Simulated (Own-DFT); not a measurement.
# Computed records: AlN (wurtzite, atoms displaced)

A calculation, not a measurement: plane-wave PBE density functional theory by an unreviewed code, no spin, of a simulated periodic cell, stress positive in tension, free energy of the whole cell less one offset for each atom, forces on such cells moved up to 12 meV/angstrom on a denser k mesh; offsets are fitted by least squares, one for each functional and potential file, so energies compare only between cells with the same atoms and settings and are not formation energies; the far tail of each file's local potential was reset to the Coulomb form; each entry is a single point on an unrelaxed cell, so the pressure reflects the starting lattice, mostly measured values (interpolated for alloys), from which strain is counted, and rises with the displacements; printed positions are rounded, which can move forces by about a meV/angstrom; the program, named Own-DFT, is a retired in-house code; no spin-orbit coupling; before rounding, a Quantum ESPRESSO 7.3.1 run of the same cell and cutoff gave forces within 1 meV/angstrom rms on each cell, which checks the program and not the settings. Program: Own-DFT development build.

Settings shared by all entries: functional PBE; potential files PseudoDojo norm-conserving, scalar-relativistic, standard set; wave cutoff 42 hartree; occupations Fermi-Dirac; smearing width 0.1 eV; k mesh 3 x 3 x 2 centred on Gamma.

(1) 
```cif
# cell vector a (Å): 9.3360 0.0000 0.0000
# cell vector b (Å): -4.6680 8.0852 0.0000
# cell vector c (Å): 0.0000 0.0000 9.9640
data_AlN
_symmetry_space_group_name_H-M 'P 1'
_symmetry_Int_Tables_number 1
_cell_length_a 9.3360
_cell_length_b 9.3360
_cell_length_c 9.9640
_cell_angle_alpha 90.000
_cell_angle_beta 90.000
_cell_angle_gamma 120.000
_cell_volume 752.12
loop_
_atom_site_label
_atom_site_type_symbol
_atom_site_fract_x
_atom_site_fract_y
_atom_site_fract_z
_atom_site_occupancy
Al1 Al 0.11445 0.22164 0.00160 1
Al2 Al 0.22760 0.11525 0.24723 1
N1 N 0.11103 0.22311 0.18970 1
N2 N 0.21932 0.10849 0.44483 1
Al3 Al 0.11123 0.22170 0.50043 1
Al4 Al 0.22265 0.11185 0.75286 1
N3 N 0.11228 0.22152 0.69377 1
N4 N 0.22470 0.11433 0.93797 1
Al5 Al 0.11431 0.55519 0.99749 1
Al6 Al 0.22113 0.44269 0.25238 1
N5 N 0.11307 0.55984 0.19249 1
N6 N 0.22235 0.44005 0.44220 1
Al7 Al 0.10721 0.55331 0.49703 1
Al8 Al 0.22389 0.44168 0.74694 1
N7 N 0.10925 0.55474 0.69210 1
N8 N 0.22194 0.44609 0.93710 1
Al9 Al 0.11062 0.88814 0.00114 1
Al10 Al 0.22142 0.77414 0.24707 1
N9 N 0.11237 0.89154 0.18909 1
N10 N 0.22241 0.77670 0.43812 1
Al11 Al 0.10981 0.88269 0.50079 1
Al12 Al 0.22035 0.77554 0.75451 1
N11 N 0.10670 0.88519 0.69389 1
N12 N 0.22928 0.78118 0.94160 1
Al13 Al 0.44837 0.22136 0.99838 1
Al14 Al 0.56003 0.11423 0.24820 1
N13 N 0.45040 0.22939 0.19375 1
N14 N 0.56077 0.11433 0.43922 1
Al15 Al 0.44281 0.22251 0.50020 1
Al16 Al 0.55468 0.11166 0.74616 1
N15 N 0.44313 0.22380 0.68960 1
N16 N 0.55347 0.11086 0.94206 1
Al17 Al 0.44195 0.55478 0.00393 1
Al18 Al 0.55546 0.44438 0.24979 1
N17 N 0.44318 0.55268 0.19124 1
N18 N 0.55406 0.44886 0.44184 1
Al19 Al 0.44020 0.55393 0.49653 1
Al20 Al 0.55337 0.44412 0.75318 1
N19 N 0.44350 0.55556 0.69179 1
N20 N 0.55935 0.44743 0.94035 1
Al21 Al 0.44002 0.88452 0.99868 1
Al22 Al 0.55366 0.77564 0.24725 1
N21 N 0.44625 0.88318 0.18954 1
N22 N 0.55246 0.77714 0.44383 1
Al23 Al 0.44206 0.88650 0.50047 1
Al24 Al 0.55505 0.77775 0.74716 1
N23 N 0.44257 0.88458 0.69256 1
N24 N 0.55640 0.78051 0.94127 1
Al25 Al 0.77551 0.22399 0.99641 1
Al26 Al 0.88743 0.11092 0.25126 1
N25 N 0.77659 0.22183 0.19329 1
N26 N 0.88704 0.11238 0.44211 1
Al27 Al 0.77562 0.21845 0.50083 1
Al28 Al 0.88589 0.11125 0.74937 1
N27 N 0.77452 0.21631 0.68981 1
N28 N 0.88786 0.11197 0.94166 1
Al29 Al 0.77768 0.55975 0.00009 1
Al30 Al 0.88727 0.44222 0.24723 1
N29 N 0.78104 0.55205 0.18771 1
N30 N 0.88971 0.44554 0.43934 1
Al31 Al 0.77822 0.55414 0.50337 1
Al32 Al 0.89296 0.44669 0.75581 1
N31 N 0.78109 0.55482 0.68664 1
N32 N 0.88643 0.44276 0.93992 1
Al33 Al 0.77659 0.88621 0.00097 1
Al34 Al 0.89190 0.77769 0.24926 1
N33 N 0.77695 0.88300 0.19300 1
N34 N 0.89110 0.77803 0.43794 1
Al35 Al 0.77855 0.88707 0.49783 1
Al36 Al 0.88690 0.77947 0.75056 1
N35 N 0.78199 0.88690 0.69149 1
N36 N 0.88451 0.77476 0.94075 1
_calc_free_energy_of_cell_above_offsets '-34.799'  # eV
_calc_pressure 3.93  # GPa
_calc_stress_xx -4.87  # GPa
_calc_stress_yy -3.14  # GPa
_calc_stress_zz -3.77  # GPa
_calc_stress_yz -0.21  # GPa
_calc_stress_xz -0.22  # GPa
_calc_stress_xy 0.27  # GPa
```

Force:
```
element  x (eV/Å)  y (eV/Å)  z (eV/Å)
     Al    -0.926     0.291     -0.68
     Al    -0.378    -0.402     0.846
      N     0.121    -0.165      0.37
      N     0.366    -0.045    -0.841
     Al    -0.118    -0.563     0.445
     Al    -0.056    -0.448    -0.972
      N     -0.46    -0.206    -0.513
      N     0.313    -0.516     1.124
     Al     -0.58     0.008      0.42
     Al    -0.159     0.225    -0.274
      N     0.222    -1.357    -0.701
      N    -0.894     0.368    -0.275
     Al     0.448     0.166     0.561
     Al    -0.573      0.45     0.231
      N     0.535    -0.049    -0.293
      N     0.504    -0.433     0.623
     Al    -0.043     0.186    -0.594
     Al     0.025     1.171     0.391
      N     0.468     0.014     0.099
      N      0.02    -0.162     0.159
     Al    -0.241      0.63     0.191
     Al     0.003     0.133     -0.85
      N     0.682     0.434    -0.088
      N    -1.681    -0.893     0.119
     Al    -0.717      0.65     0.357
     Al     -0.48    -0.877      0.32
      N    -0.071    -1.228    -0.831
      N    -1.064    -0.701     0.257
     Al     0.211     0.183    -0.307
     Al     -0.18    -0.377     0.488
      N     0.279    -0.223     0.341
      N     0.348    -0.352    -0.526
     Al     0.269     0.262    -1.028
     Al     0.548     0.833     0.456
      N    -0.203     0.054     0.215
      N      0.68     -0.59    -0.307
     Al     0.537     0.466     0.937
     Al     0.503     0.417    -0.875
      N     0.275    -0.041    -0.452
      N    -0.619    -0.418     0.451
     Al     1.316     1.053     0.401
     Al     0.533     -0.09      0.82
      N    -1.027     1.036    -0.012
      N     0.419    -0.004     -0.67
     Al     0.015     0.503    -0.084
     Al       0.5    -0.157     0.485
      N    -0.517     0.663    -0.315
      N     0.103     -0.66    -0.136
     Al     0.501    -0.585     0.704
     Al     0.192     -0.36    -0.214
      N     0.584     0.034    -0.976
      N     0.656    -0.356    -0.186
     Al     0.068     0.945    -0.121
     Al     0.837    -0.341     0.307
      N    -0.161      0.98     0.326
      N     0.298    -0.147     0.107
     Al     0.466    -0.807    -0.012
     Al     0.359     0.265     0.532
      N    -0.903     0.624     0.377
      N    -0.227    -0.611    -0.063
     Al    -0.248     0.159     -1.05
     Al    -0.601    -0.578     -1.43
      N    -0.541    -0.077     1.544
      N     0.262     0.758     0.709
     Al    -0.347     0.604    -0.003
     Al    -0.051    -0.444      0.06
      N    -0.227     0.681    -0.186
      N    -0.141     -0.36     0.347
     Al    -0.136      0.01     0.217
     Al     0.707    -0.886    -0.035
      N    -1.292     0.477    -0.484
      N     0.691     0.772     0.044
```

(2) 
```cif
# cell vector a (Å): 9.3360 0.0000 0.0000
# cell vector b (Å): -4.6680 8.0852 0.0000
# cell vector c (Å): 0.0000 0.0000 9.9640
data_AlN
_symmetry_space_group_name_H-M 'P 1'
_symmetry_Int_Tables_number 1
_cell_length_a 9.3360
_cell_length_b 9.3360
_cell_length_c 9.9640
_cell_angle_alpha 90.000
_cell_angle_beta 90.000
_cell_angle_gamma 120.000
_cell_volume 752.12
loop_
_atom_site_label
_atom_site_type_symbol
_atom_site_fract_x
_atom_site_fract_y
_atom_site_fract_z
_atom_site_occupancy
Al1 Al 0.11263 0.22390 0.00292 1
Al2 Al 0.22644 0.11219 0.24921 1
N1 N 0.10976 0.22232 0.19192 1
N2 N 0.22079 0.11135 0.43926 1
Al3 Al 0.11508 0.22421 0.50017 1
Al4 Al 0.22313 0.11524 0.75196 1
N3 N 0.11155 0.22361 0.69034 1
N4 N 0.22440 0.11035 0.94042 1
Al5 Al 0.11533 0.56091 0.00234 1
Al6 Al 0.21988 0.44114 0.25045 1
N5 N 0.11473 0.55609 0.19252 1
N6 N 0.22300 0.44403 0.44217 1
Al7 Al 0.11251 0.55649 0.50059 1
Al8 Al 0.22320 0.44485 0.75040 1
N7 N 0.10876 0.55359 0.69098 1
N8 N 0.22259 0.44440 0.94153 1
Al9 Al 0.11101 0.88897 0.00131 1
Al10 Al 0.22332 0.77914 0.24902 1
N9 N 0.11211 0.89057 0.19389 1
N10 N 0.22451 0.77651 0.43844 1
Al11 Al 0.11086 0.88845 0.50025 1
Al12 Al 0.22025 0.77456 0.74921 1
N11 N 0.11207 0.88989 0.69214 1
N12 N 0.22939 0.77733 0.93538 1
Al13 Al 0.44501 0.22498 0.00059 1
Al14 Al 0.55476 0.10733 0.24752 1
N13 N 0.44439 0.22108 0.18887 1
N14 N 0.55349 0.10963 0.43970 1
Al15 Al 0.44287 0.22358 0.50023 1
Al16 Al 0.55989 0.11021 0.75102 1
N15 N 0.44616 0.22395 0.69416 1
N16 N 0.55326 0.11108 0.93789 1
Al17 Al 0.44075 0.55802 0.99716 1
Al18 Al 0.55670 0.44239 0.25192 1
N17 N 0.44349 0.55908 0.19193 1
N18 N 0.55661 0.44140 0.43904 1
Al19 Al 0.44437 0.55527 0.50118 1
Al20 Al 0.55305 0.44119 0.75141 1
N19 N 0.44387 0.55242 0.69145 1
N20 N 0.55310 0.44264 0.94121 1
Al21 Al 0.44204 0.88912 0.99759 1
Al22 Al 0.55525 0.77792 0.24871 1
N21 N 0.44264 0.88605 0.18964 1
N22 N 0.55759 0.77919 0.43971 1
Al23 Al 0.44771 0.89436 0.49891 1
Al24 Al 0.55524 0.77582 0.75024 1
N23 N 0.44392 0.88645 0.69047 1
N24 N 0.55244 0.77127 0.94005 1
Al25 Al 0.77736 0.22195 0.00192 1
Al26 Al 0.88632 0.10826 0.25241 1
N25 N 0.77713 0.22289 0.19021 1
N26 N 0.88693 0.10445 0.44287 1
Al27 Al 0.78028 0.22236 0.50013 1
Al28 Al 0.88407 0.10878 0.75060 1
N27 N 0.77603 0.22288 0.69106 1
N28 N 0.89362 0.11161 0.94148 1
Al29 Al 0.78061 0.55942 0.99775 1
Al30 Al 0.88848 0.44324 0.24954 1
N29 N 0.77689 0.55605 0.18964 1
N30 N 0.88391 0.44239 0.43933 1
Al31 Al 0.77663 0.55388 0.50014 1
Al32 Al 0.89250 0.44400 0.75251 1
N31 N 0.78092 0.56012 0.69242 1
N32 N 0.88875 0.44716 0.94206 1
Al33 Al 0.77843 0.88996 0.00021 1
Al34 Al 0.88991 0.77716 0.24877 1
N33 N 0.77734 0.88903 0.19338 1
N34 N 0.88615 0.77571 0.44097 1
Al35 Al 0.77513 0.88630 0.50018 1
Al36 Al 0.88873 0.77944 0.75213 1
N35 N 0.77339 0.88684 0.69228 1
N36 N 0.89166 0.77691 0.93882 1
_calc_free_energy_of_cell_above_offsets '-35.196'  # eV
_calc_pressure 3.73  # GPa
_calc_stress_xx -2.46  # GPa
_calc_stress_yy -4.62  # GPa
_calc_stress_zz -4.12  # GPa
_calc_stress_yz 0.24  # GPa
_calc_stress_xz 0  # GPa
_calc_stress_xy -0.67  # GPa
```

Force:
```
element  x (eV/Å)  y (eV/Å)  z (eV/Å)
     Al     0.309    -0.154    -0.352
     Al    -0.693     0.083     0.148
      N     0.211    -0.392     0.128
      N     0.439    -0.075      0.17
     Al    -0.604    -0.495     0.057
     Al     0.302    -0.552    -0.298
      N    -0.324    -0.229     0.204
      N    -0.555      0.12     0.559
     Al    -0.098    -0.764    -0.261
     Al     0.446     0.633     0.166
      N    -0.744    -0.011    -0.187
      N    -0.197     0.041    -0.132
     Al     -0.32    -0.236    -0.311
     Al    -0.197    -0.165    -0.002
      N     0.499     0.094     -0.14
      N    -0.544    -0.079    -0.156
     Al     0.569     0.061    -0.371
     Al     0.077    -0.346     0.343
      N     0.135    -0.247    -0.712
      N    -0.419      0.32     0.458
     Al    -0.033    -0.154    -0.026
     Al     0.068     0.559    -0.497
      N      -0.1     0.136    -0.143
      N    -1.519    -0.026      0.99
     Al     0.171    -0.282    -0.365
     Al     -0.25     0.333     0.317
      N     0.281     0.081     0.317
      N       0.2     0.721    -0.091
     Al     0.397    -0.462     0.315
     Al    -1.166    -0.183    -0.403
      N     0.081    -0.589    -0.698
      N     0.639     0.057     0.825
     Al     0.982    -0.894     0.954
     Al    -0.585     0.483    -0.764
      N      0.45     -0.91    -0.231
      N    -0.584     0.382     0.489
     Al     0.265       0.2    -0.382
     Al     0.603     0.666     0.037
      N    -0.129     0.281    -0.118
      N     0.065       0.7     0.124
     Al     0.973     0.134     0.131
     Al     0.031    -0.193     0.322
      N     0.035     0.447    -0.367
      N    -0.469    -0.319     0.178
     Al     0.102    -1.042     0.228
     Al    -0.354    -0.232    -0.124
      N     0.013     0.221    -0.044
      N     0.067     1.622     0.025
     Al     0.037     0.131    -0.527
     Al     0.176     0.301    -0.066
      N      0.25    -0.388      0.24
      N    -0.045     1.125     -0.07
     Al     -0.41    -0.309    -0.158
     Al     0.688     0.311    -0.204
      N     0.645     0.079    -0.039
      N    -0.852    -0.039    -0.007
     Al    -0.633    -0.764     0.265
     Al    -0.091     0.424    -0.122
      N     0.386    -0.036    -0.062
      N     0.963      0.15     0.202
     Al     -0.01     0.284     0.362
     Al    -1.024     0.208    -0.206
      N    -0.059    -0.832    -0.049
      N     0.708    -0.299     0.172
     Al      0.01    -0.423     0.073
     Al     -0.39    -0.041     0.509
      N     0.176    -0.072     -0.71
      N     0.386     0.111    -0.075
     Al     0.319    -0.194     0.195
     Al     0.218     0.026    -0.716
      N     0.465     0.281    -0.056
      N     -0.44     0.627     0.737
```
